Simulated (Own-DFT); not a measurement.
# How strain changes the stress of diamond silicon, 64 atoms (Si64)

Calculated results; nothing here was measured. They come from Own-DFT, an in-house plane-wave density functional program, since retired, whose code no person has reviewed. Each row is one single-point run on a periodic cell that was not relaxed, without spin or spin-orbit coupling.

Settings of every run: PBE; PseudoDojo norm-conserving scalar-relativistic files; cutoff 20 hartree; 3 x 3 x 3 k mesh centred on Gamma; Fermi-Dirac smearing of 0.1 eV.

Known limits: k mesh not checked against a denser one; stress not checked against mesh or cutoff.

Unstrained cell vectors in Å: (10.862, 0.000, 0.000); (0.000, 10.862, 0.000); (0.000, 0.000, 10.862). The unstrained cell has measured lattice constants (interpolated for alloys), not those of this functional. That, the random moves and any unrelaxed bonds set the pressure at no strain. Each run strains this cell uniformly, with the atoms carried along. Every atom was also moved at random, by a Gaussian of width 0.05 Å on each axis. Strain is the symmetric tensor, in per cent. Stress is positive in tension, and the pressure is minus a third of its trace.

```
run  e_xx (%)  e_yy (%)  e_zz (%)  e_yz (%)  e_xz (%)  e_xy (%)  s_xx (GPa)  s_yy (GPa)  s_zz (GPa)  s_yz (GPa)  s_xz (GPa)  s_xy (GPa)  P (GPa)  E (meV/atom)
  1     -0.57     -0.36      0.89     -1.49      0.11      1.07       -3.08       -2.96       -1.87       -2.66       -0.28        2.39     2.63           0.0
  2     -1.76     -1.06      0.05      0.61      1.70     -0.82       -6.49       -5.62       -4.84        1.92        4.28       -1.73     5.65          27.1
  3     -0.49      0.30      0.44     -1.00     -0.78      1.35       -3.18       -2.37       -2.27       -2.64       -1.23        3.43     2.61           7.9
  4     -0.03      0.88      0.56     -0.41      1.08     -1.12       -1.82       -1.05       -1.33       -0.78        1.75       -2.28     1.40           6.1
  5     -1.49      1.52      1.58     -1.63      1.14      1.96       -2.90       -0.45       -0.17       -2.94        2.65        3.39     1.17           6.2
  6      1.21     -0.62     -1.76     -1.67     -0.90      0.62       -2.45       -4.19       -4.92       -3.43       -2.26        1.38     3.85           9.5
  7      0.55      1.24     -1.39     -0.04      1.54      1.45       -1.94       -1.23       -3.59        0.03        3.87        2.23     2.26           1.6
  8     -0.03      1.81     -0.31     -1.58     -0.52     -1.68       -1.62       -0.12       -1.90       -2.57       -1.60       -2.72     1.21           3.2
  9     -0.75     -0.79      0.62     -1.56      0.25      1.21       -4.13       -4.12       -2.85       -4.07        0.81        2.76     3.70          12.3
 10     -1.04     -0.08     -1.03     -1.76     -0.32     -0.87       -5.28       -4.39       -5.29       -3.64       -0.97       -2.56     4.99          16.1
 11      0.88     -0.10      0.16      1.69     -1.00      1.51       -1.39       -2.52       -2.15        4.45       -2.61        2.92     2.02          10.8
 12     -1.16      1.68      0.73     -2.00     -1.00     -1.77       -3.13       -0.68       -1.62       -3.32       -2.01       -4.26     1.81          20.9
 13      1.09     -1.99      1.08     -0.34      0.52      1.20       -1.72       -4.37       -1.53       -0.66        0.81        3.25     2.54           5.6
 14     -0.01      1.52     -0.51     -0.33      0.30      0.12       -1.91       -0.62       -2.43        0.14        0.37        0.70     1.65           0.4
 15     -1.92      1.83      0.77      1.00     -0.14     -0.95       -3.92       -0.58       -1.61        2.12        0.14       -1.77     2.04           9.1
 16      0.18      1.18     -1.82      1.75      1.42     -0.60           ?           ?           ?           ?           ?           ?        ?             ?
```

E is the free energy for each atom above the lowest run shown.

## Worked fit

Each stress component was fitted by least squares to a constant and the strains of the runs shown, as fractions, with shears doubled. Shear strains stay in the fit of a normal stress only where such slopes are resolved. The slopes, in GPa:

```
stress,at no strain,per e_xx,per e_yy,per e_zz,scatter
s_xx,-2.8,164 ± 4,75 ± 3,71 ± 4,0.13
s_yy,-2.8,67 ± 5,157 ± 4,66 ± 5,0.15
s_zz,-2.7,77 ± 5,70 ± 4,158 ± 5,0.16
```

Each shear stress against twice its own strain: yz 110 ± 7, xz 110 ± 6, xy 97 ± 7 GPa. These are stiffnesses along x, y and z of the frame in which the cell vectors are given, which need not be the crystal's axes. The atoms are held to the strained lattice; where symmetry lets them move under strain, relaxing them would lower some slopes. The table should be nearly symmetric about its diagonal, and what it lacks of that shows the noise. A ninth of its sum, 100 ± 3 GPa, estimates the bulk modulus near the mean pressure of these runs, 2.6 GPa, so it lies above the value at zero pressure.

## Withheld run

Question: what normal stresses and pressure should run 16 give?

The fit gives s_xx = -2.9, s_yy = -2.0, s_zz = -4.7 and P = 3.2 GPa. The calculation gave -2.70, -1.90, -4.52 and P = 3.04 GPa.
